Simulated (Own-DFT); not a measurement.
## Calculated data, HfO2 (monoclinic hafnia, atoms displaced)

A calculation, not a measurement: plane-wave PBE density functional theory by an unreviewed code, no spin, of a simulated periodic cell, stress positive in tension, free energy of the whole cell less one offset for each atom, hafnium file: forces about 75 meV/angstrom off all-electron values; oxygen file: force components 24 meV/angstrom off all-electron in one glass; forces on such cells passed a denser k mesh, this cell's mesh not checked; offsets are fitted by least squares, one for each functional and potential file, so energies compare only between cells with the same atoms and settings and are not formation energies; the far tail of each file's local potential was reset to the Coulomb form; each entry is a single point on an unrelaxed cell, so the pressure reflects the starting lattice, mostly measured values, from which strain is counted, and rises with the displacements; printed positions are rounded, which can move forces by about a meV/angstrom; the program is a retired in-house code; no spin-orbit coupling; before rounding, a Quantum ESPRESSO 7.3.1 run of the same cell and cutoff gave forces within 1 meV/angstrom rms on each cell, which checks the program and not the settings. Program: Own-DFT development build.

Common to all runs: functional PBE; potential files PseudoDojo norm-conserving, scalar-relativistic, standard set; wave cutoff 72 hartree; occupations Fermi-Dirac; smearing width 0.1 eV; k mesh 2 x 2 x 2 centred on Gamma.

```yaml
- entry: 1
  formula: HfO2
  kind: "monoclinic hafnia, atoms displaced"
  structure:
    cell_angstrom: [[10.234, 0.0, 0.0], [0.0, 10.35, 0.0], [-1.6955, 0.0, 10.4453]]
    atoms_fractional:
      - [Hf, 0.13726, 0.01703, 0.1008]
      - [Hf, 0.36279, 0.26882, 0.14289]
      - [Hf, 0.36355, 0.48034, 0.39683]
      - [Hf, 0.13857, 0.231, 0.35212]
      - [O, 0.03673, 0.16612, 0.17276]
      - [O, 0.46215, 0.41855, 0.07606]
      - [O, 0.4638, 0.33497, 0.32647]
      - [O, 0.03272, 0.08704, 0.42584]
      - [O, 0.2258, 0.37542, 0.24324]
      - [O, 0.27686, 0.12937, 0.01104]
      - [O, 0.27519, 0.11819, 0.25926]
      - [O, 0.22617, 0.37023, 0.4927]
      - [Hf, 0.13909, 0.02013, 0.60595]
      - [Hf, 0.35949, 0.2717, 0.64607]
      - [Hf, 0.36054, 0.48315, 0.8986]
      - [Hf, 0.13793, 0.2273, 0.85042]
      - [O, 0.03666, 0.16536, 0.67373]
      - [O, 0.4633, 0.41664, 0.57709]
      - [O, 0.46467, 0.33141, 0.82625]
      - [O, 0.03594, 0.08575, 0.92393]
      - [O, 0.22352, 0.38016, 0.74023]
      - [O, 0.27502, 0.13015, 0.51129]
      - [O, 0.2739, 0.12205, 0.75883]
      - [O, 0.22121, 0.37014, 0.99082]
      - [Hf, 0.13955, 0.51921, 0.10189]
      - [Hf, 0.36254, 0.77141, 0.1461]
      - [Hf, 0.36172, 0.97988, 0.39786]
      - [Hf, 0.13749, 0.72899, 0.35088]
      - [O, 0.03798, 0.66637, 0.17415]
      - [O, 0.46333, 0.91435, 0.07535]
      - [O, 0.46516, 0.8342, 0.33099]
      - [O, 0.03538, 0.58452, 0.42135]
      - [O, 0.22527, 0.87675, 0.24209]
      - [O, 0.27459, 0.62917, 0.01239]
      - [O, 0.27928, 0.62038, 0.25743]
      - [O, 0.22519, 0.87509, 0.49295]
      - [Hf, 0.13682, 0.51741, 0.60469]
      - [Hf, 0.35904, 0.77211, 0.64946]
      - [Hf, 0.35935, 0.98117, 0.89804]
      - [Hf, 0.13828, 0.73343, 0.84976]
      - [O, 0.03797, 0.66486, 0.66843]
      - [O, 0.46307, 0.91273, 0.57703]
      - [O, 0.46202, 0.83468, 0.82474]
      - [O, 0.03775, 0.58584, 0.92434]
      - [O, 0.22278, 0.87984, 0.73786]
      - [O, 0.27478, 0.62757, 0.50812]
      - [O, 0.27782, 0.61956, 0.75992]
      - [O, 0.22612, 0.8741, 0.98958]
      - [Hf, 0.63672, 0.01961, 0.10667]
      - [Hf, 0.86091, 0.27036, 0.14586]
      - [Hf, 0.86262, 0.47848, 0.3952]
      - [Hf, 0.63948, 0.22936, 0.35211]
      - [O, 0.5415, 0.16644, 0.17039]
      - [O, 0.96424, 0.41441, 0.07632]
      - [O, 0.96495, 0.33703, 0.32668]
      - [O, 0.53795, 0.08671, 0.42365]
      - [O, 0.72241, 0.37571, 0.23945]
      - [O, 0.7766, 0.13093, 0.01081]
      - [O, 0.77505, 0.12148, 0.25854]
      - [O, 0.72384, 0.37281, 0.48806]
      - [Hf, 0.63807, 0.01525, 0.60493]
      - [Hf, 0.85892, 0.26904, 0.64444]
      - [Hf, 0.85961, 0.48218, 0.89659]
      - [Hf, 0.63516, 0.22798, 0.85097]
      - [O, 0.5376, 0.16606, 0.67219]
      - [O, 0.96137, 0.41735, 0.57591]
      - [O, 0.96464, 0.33401, 0.82419]
      - [O, 0.53472, 0.08157, 0.9196]
      - [O, 0.72209, 0.38024, 0.74352]
      - [O, 0.77671, 0.13106, 0.51208]
      - [O, 0.77677, 0.12024, 0.76095]
      - [O, 0.72593, 0.36981, 0.99142]
      - [Hf, 0.63574, 0.51714, 0.10204]
      - [Hf, 0.86311, 0.77088, 0.14477]
      - [Hf, 0.86312, 0.98014, 0.39558]
      - [Hf, 0.63439, 0.73155, 0.35381]
      - [O, 0.53797, 0.66507, 0.1725]
      - [O, 0.96429, 0.91927, 0.0738]
      - [O, 0.96235, 0.83137, 0.33002]
      - [O, 0.53645, 0.58107, 0.42583]
      - [O, 0.72376, 0.87927, 0.23852]
      - [O, 0.77699, 0.62873, 0.0133]
      - [O, 0.77263, 0.61946, 0.26226]
      - [O, 0.72507, 0.87059, 0.49187]
      - [Hf, 0.63604, 0.51929, 0.60414]
      - [Hf, 0.86274, 0.76977, 0.64803]
      - [Hf, 0.86184, 0.98142, 0.8992]
      - [Hf, 0.63882, 0.72619, 0.85464]
      - [O, 0.53434, 0.66565, 0.67482]
      - [O, 0.96268, 0.91647, 0.57548]
      - [O, 0.96105, 0.83363, 0.82373]
      - [O, 0.53654, 0.58408, 0.92459]
      - [O, 0.72372, 0.87909, 0.74171]
      - [O, 0.77062, 0.62761, 0.51039]
      - [O, 0.77338, 0.62005, 0.76015]
      - [O, 0.7265, 0.87147, 0.99269]
  results:
    "free_energy_of_cell_above_offsets [eV]": "-98.227"
    "pressure [GPa]": 3.9
    "stress_xx [GPa]": -3.91
    "stress_yy [GPa]": -3.62
    "stress_zz [GPa]": -4.16
    "stress_yz [GPa]": 0.22
    "stress_xz [GPa]": 0.01
    "stress_xy [GPa]": -0.13
    force_element: [Hf, Hf, Hf, Hf, O, O, O, O, O, O, O, O, Hf, Hf, Hf, Hf, O, O, O, O, O, O, O, O, Hf, Hf, Hf, Hf, O, O, O, O, O, O, O, O, Hf, Hf, Hf, Hf, O, O, O, O, O, O, O, O, Hf, Hf, Hf, Hf, O, O, O, O, O, O, O, O, Hf, Hf, Hf, Hf, O, O, O, O, O, O, O, O, Hf, Hf, Hf, Hf, O, O, O, O, O, O, O, O, Hf, Hf, Hf, Hf, O, O, O, O, O, O, O, O]
    "force_x [eV/angstrom]": [0.099, -0.225, -0.267, -0.164, -0.171, -0.071, 0.535, 0.143, -0.087, 0.123, 0.265, -0.355, -0.461, 0.676, 0.145, -0.654, -0.508, 0.068, -0.567, -0.105, 0.041, 0.141, 0.335, 0.385, -0.47, 0.126, 0.031, 0.138, -0.385, 0.335, -0.118, -0.148, -0.075, 0.462, -0.157, -0.284, 0.254, 0.676, 1.104, -0.483, -0.526, 0.601, 0.216, -0.32, -0.344, -0.011, -0.287, -0.553, 0.697, 0.298, -0.419, -0.25, -1.29, 0.406, 0.388, -0.669, 0.042, -0.197, 0.327, -0.208, -0.023, 0.228, 0.745, 0.417, -0.429, 0.352, -0.038, -0.219, 0.185, -0.032, 0.065, -0.343, 0.698, -0.391, -0.096, 0.86, -0.839, 0.104, 0.323, -0.25, -0.046, 0.067, 0.372, -0.151, 0.178, -0.285, -0.492, -0.338, -0.155, 0.316, 0.819, -0.414, -0.082, 0.515, 0.311, -0.16]
    "force_y [eV/angstrom]": [1.093, 0.258, -0.132, -0.288, -0.148, -0.317, -0.543, -0.025, 0.371, -0.225, 0.063, 0.02, 0.341, -0.058, -0.832, 0.877, 0.199, -0.184, 0.691, -0.369, -0.15, -0.177, -0.348, 0.089, -0.296, -0.617, 0.35, -0.223, 0.161, 0.281, -0.009, -0.237, 0.154, 0.328, -0.065, -0.474, 0.136, -0.704, 0.086, -0.833, 0.715, 0.504, -0.033, 0.137, -0.11, 0.389, 0.385, -0.555, -0.084, 0.042, 0.639, 0.408, 0.627, 0.447, -0.513, -0.718, 0.271, -0.521, -0.301, -0.369, 0.794, 0.455, -1.098, 0.067, -0.03, -0.143, 0.283, -0.236, -0.176, -0.49, -0.016, 0.287, 0.25, -0.272, 0.069, -0.957, 0.532, -0.663, 0.045, 0.458, -0.098, -0.048, 0.172, 0.113, 0.158, -0.047, 0.256, 0.939, 0.059, -0.067, -0.109, -0.212, -0.264, 0.418, 0.238, -0.267]
    "force_z [eV/angstrom]": [1.011, 0.962, -0.077, 0.252, -0.1, 0.156, -0.318, -0.283, -0.675, -0.269, -0.006, -0.267, -0.97, -0.19, -0.655, 0.43, -0.21, 0.242, 0.43, -0.172, 0.237, -0.122, 0.33, -0.152, 0.591, 0.378, 0.061, 0.969, -0.442, 0.317, -0.51, 0.046, -0.463, -0.53, 0.182, -0.478, -0.777, -0.977, -0.643, 0.407, 0.641, 0.059, 0.617, -0.457, 0.684, 0.297, 0.313, -0.178, -0.839, -0.129, 0.008, 0.713, -0.117, -0.012, -0.127, -0.091, -0.242, -0.067, 0.396, 0.18, -0.108, 0.451, 0.001, 0.378, -0.282, 0.304, 0.276, 0.395, -0.432, -0.319, -0.029, -0.252, 0.997, 0.644, 0.345, 0.452, -0.079, 0.701, -0.452, -0.624, 0.175, -0.359, -0.342, -0.25, 0.021, -1.094, -0.811, -0.282, 0.065, 0.447, 0.593, -0.25, 0.065, 0.352, 0.308, -0.373]
- entry: 2
  formula: HfO2
  kind: "monoclinic hafnia, atoms displaced"
  structure:
    cell_angstrom: [[10.234, 0.0, 0.0], [0.0, 10.35, 0.0], [-1.6955, 0.0, 10.4453]]
    atoms_fractional:
      - [Hf, 0.13465, 0.02259, 0.10711]
      - [Hf, 0.36154, 0.26917, 0.14302]
      - [Hf, 0.36037, 0.48172, 0.39465]
      - [Hf, 0.14048, 0.23144, 0.35266]
      - [O, 0.03448, 0.16554, 0.17264]
      - [O, 0.46094, 0.41597, 0.07639]
      - [O, 0.4639, 0.33277, 0.32829]
      - [O, 0.03947, 0.08462, 0.4252]
      - [O, 0.22413, 0.38072, 0.24401]
      - [O, 0.27718, 0.12787, 0.01018]
      - [O, 0.27526, 0.12275, 0.26158]
      - [O, 0.22414, 0.37114, 0.48623]
      - [Hf, 0.14282, 0.01962, 0.60555]
      - [Hf, 0.36405, 0.26897, 0.64589]
      - [Hf, 0.36238, 0.48197, 0.89397]
      - [Hf, 0.13561, 0.22972, 0.85481]
      - [O, 0.03579, 0.16341, 0.6724]
      - [O, 0.46429, 0.41435, 0.57521]
      - [O, 0.4616, 0.33249, 0.82228]
      - [O, 0.03863, 0.08485, 0.92485]
      - [O, 0.22832, 0.38009, 0.73935]
      - [O, 0.27495, 0.12866, 0.50834]
      - [O, 0.27773, 0.12259, 0.75999]
      - [O, 0.22492, 0.37142, 0.99078]
      - [Hf, 0.14123, 0.51708, 0.10293]
      - [Hf, 0.36468, 0.76532, 0.14755]
      - [Hf, 0.36058, 0.98327, 0.39916]
      - [Hf, 0.14255, 0.7276, 0.35725]
      - [O, 0.03955, 0.66524, 0.17298]
      - [O, 0.46441, 0.91838, 0.0775]
      - [O, 0.46562, 0.83096, 0.3297]
      - [O, 0.03909, 0.58402, 0.42354]
      - [O, 0.22471, 0.87858, 0.23804]
      - [O, 0.27368, 0.63169, 0.00869]
      - [O, 0.27536, 0.62006, 0.25753]
      - [O, 0.22036, 0.86885, 0.48839]
      - [Hf, 0.13778, 0.52197, 0.60455]
      - [Hf, 0.36174, 0.77235, 0.64772]
      - [Hf, 0.35826, 0.97857, 0.89734]
      - [Hf, 0.13791, 0.72851, 0.85396]
      - [O, 0.0403, 0.66452, 0.67358]
      - [O, 0.46327, 0.91444, 0.57542]
      - [O, 0.46318, 0.835, 0.82748]
      - [O, 0.03598, 0.58415, 0.92174]
      - [O, 0.22135, 0.87848, 0.74107]
      - [O, 0.27842, 0.63091, 0.51384]
      - [O, 0.27677, 0.62199, 0.76029]
      - [O, 0.22562, 0.86641, 0.99082]
      - [Hf, 0.63807, 0.02032, 0.10633]
      - [Hf, 0.865, 0.27128, 0.14576]
      - [Hf, 0.85876, 0.48419, 0.3965]
      - [Hf, 0.63809, 0.23002, 0.35531]
      - [O, 0.53909, 0.16469, 0.17029]
      - [O, 0.96368, 0.41373, 0.07533]
      - [O, 0.9623, 0.33676, 0.32959]
      - [O, 0.53325, 0.08411, 0.42488]
      - [O, 0.723, 0.38059, 0.2424]
      - [O, 0.77712, 0.13049, 0.00862]
      - [O, 0.77515, 0.11995, 0.26071]
      - [O, 0.72514, 0.36906, 0.4883]
      - [Hf, 0.63767, 0.0217, 0.60334]
      - [Hf, 0.86041, 0.26726, 0.64572]
      - [Hf, 0.86149, 0.47797, 0.89483]
      - [Hf, 0.63832, 0.23261, 0.85204]
      - [O, 0.53919, 0.16355, 0.67634]
      - [O, 0.96407, 0.41807, 0.57616]
      - [O, 0.96209, 0.33421, 0.82681]
      - [O, 0.53723, 0.08698, 0.92511]
      - [O, 0.72279, 0.38138, 0.74207]
      - [O, 0.77608, 0.1302, 0.50843]
      - [O, 0.77369, 0.12252, 0.76038]
      - [O, 0.72273, 0.37131, 0.99232]
      - [Hf, 0.63967, 0.52145, 0.10568]
      - [Hf, 0.86223, 0.77129, 0.14703]
      - [Hf, 0.85979, 0.98425, 0.3957]
      - [Hf, 0.63896, 0.72978, 0.35426]
      - [O, 0.53669, 0.66884, 0.17291]
      - [O, 0.96427, 0.91562, 0.0772]
      - [O, 0.96246, 0.83171, 0.32655]
      - [O, 0.53565, 0.58641, 0.42332]
      - [O, 0.72476, 0.87832, 0.24043]
      - [O, 0.77722, 0.62785, 0.00779]
      - [O, 0.77336, 0.6206, 0.2602]
      - [O, 0.72404, 0.87339, 0.48831]
      - [Hf, 0.63794, 0.51834, 0.60271]
      - [Hf, 0.85967, 0.77268, 0.64357]
      - [Hf, 0.86068, 0.98081, 0.89393]
      - [Hf, 0.63582, 0.72507, 0.85199]
      - [O, 0.53581, 0.66847, 0.67313]
      - [O, 0.96312, 0.91778, 0.57931]
      - [O, 0.96309, 0.83312, 0.82645]
      - [O, 0.53816, 0.58676, 0.92531]
      - [O, 0.72658, 0.87619, 0.74316]
      - [O, 0.77676, 0.62937, 0.51258]
      - [O, 0.77894, 0.62105, 0.76162]
      - [O, 0.72724, 0.87438, 0.9915]
  results:
    "free_energy_of_cell_above_offsets [eV]": "-98.069"
    "pressure [GPa]": 3.67
    "stress_xx [GPa]": -3.18
    "stress_yy [GPa]": -3.77
    "stress_zz [GPa]": -4.06
    "stress_yz [GPa]": 0.12
    "stress_xz [GPa]": 0.08
    "stress_xy [GPa]": 0.16
    force_element: [Hf, Hf, Hf, Hf, O, O, O, O, O, O, O, O, Hf, Hf, Hf, Hf, O, O, O, O, O, O, O, O, Hf, Hf, Hf, Hf, O, O, O, O, O, O, O, O, Hf, Hf, Hf, Hf, O, O, O, O, O, O, O, O, Hf, Hf, Hf, Hf, O, O, O, O, O, O, O, O, Hf, Hf, Hf, Hf, O, O, O, O, O, O, O, O, Hf, Hf, Hf, Hf, O, O, O, O, O, O, O, O, Hf, Hf, Hf, Hf, O, O, O, O, O, O, O, O]
    "force_x [eV/angstrom]": [0.721, 0.554, 0.306, -0.872, -0.151, 0.65, 0.101, -0.557, 0.129, -0.211, 0.16, 0.087, -1.035, -0.401, 0.016, 0.456, -0.424, 0.446, 0.472, -0.474, -0.49, 0.441, -0.169, -0.192, -0.903, -0.58, 0.103, -0.918, -0.48, -0.112, -0.259, -0.5, 0.059, 0.463, 0.435, 0.341, 0.027, -0.06, 0.829, -0.441, -1.015, 0.331, 0.256, -0.334, 0.261, 0.19, 0.34, -0.079, 0.307, -0.966, 0.988, -0.194, -1.076, 0.622, 0.474, 0.258, -0.064, 0.266, 0.17, -0.322, -0.028, 0.891, 0.01, -0.401, -0.723, -0.262, 0.553, -0.481, 0.04, -0.218, 0.551, -0.048, 0.025, 0.659, 1.214, -0.276, 0.26, 0.353, 0.26, -0.168, -0.173, -0.171, 0.249, -0.178, -0.238, 0.786, 0.016, 0.885, 0.134, 0.323, 0.332, -1.032, -0.396, -0.104, -0.316, -0.314]
    "force_y [eV/angstrom]": [-1.253, -0.107, -0.521, 0.13, 0.417, 0.461, -0.005, -0.146, -0.236, 0.222, 0.056, 0.036, -0.017, 0.323, -0.354, 0.014, 0.482, 0.25, 0.453, -0.16, -0.065, -0.015, -0.19, -0.185, 0.997, 1.613, -1.192, 0.459, -0.05, -0.378, 0.385, -0.16, 0.171, -0.893, -0.097, 0.592, -0.485, -0.181, 0.12, 0.283, 0.661, 0.455, -0.147, -0.589, 0.204, -0.377, -0.056, 0.627, -0.28, 0.082, -0.829, 0.13, 1.057, 0.271, -0.423, 0.239, -0.111, 0.113, 0.314, 0.355, -0.813, 0.821, 0.829, -0.724, 0.314, -0.407, -0.594, -0.214, -0.303, -0.183, -0.075, 0.182, -0.371, -0.082, -1.036, 0.615, -0.51, 0.335, 0.206, -0.506, 0.035, 0.072, 0.114, -0.066, 0.531, -0.078, -0.629, 1.349, -0.547, 0.23, 0.06, -0.902, 0.664, -0.091, -0.138, -0.565]
    "force_z [eV/angstrom]": [-0.361, 0.575, 0.277, 0.658, 0.223, 0.041, -0.154, -0.387, -0.849, 0.198, -0.198, 0.423, -0.288, -0.199, 0.089, -0.401, 0.247, 0.121, 0.668, -0.235, -0.066, 0.396, 0.007, -0.333, 0.009, -0.294, -1.018, -1.093, -0.107, 0.211, 0.098, -0.127, 0.399, 0.099, 0.453, 0.511, -0.082, 0.013, 0.454, 0.266, -0.272, 0.3, -0.008, 0.116, -0.22, -0.455, 0.236, -0.135, -1.056, 0.213, 0.03, -0.782, 0.613, 0.097, -0.341, -0.066, -0.266, 0.254, 0.123, 0.525, 0.31, -0.093, 0.375, 1.305, -0.687, 0.447, -0.175, -0.349, -0.535, 0.294, -0.37, -0.216, -0.171, -0.286, -0.015, 0.097, -0.178, -0.006, 0.444, 0.04, 0.068, 0.587, -0.082, 0.182, 0.214, 0.801, 0.633, 0.498, -0.236, -0.123, 0.084, -0.068, -0.885, -0.283, -0.391, -0.38]
```
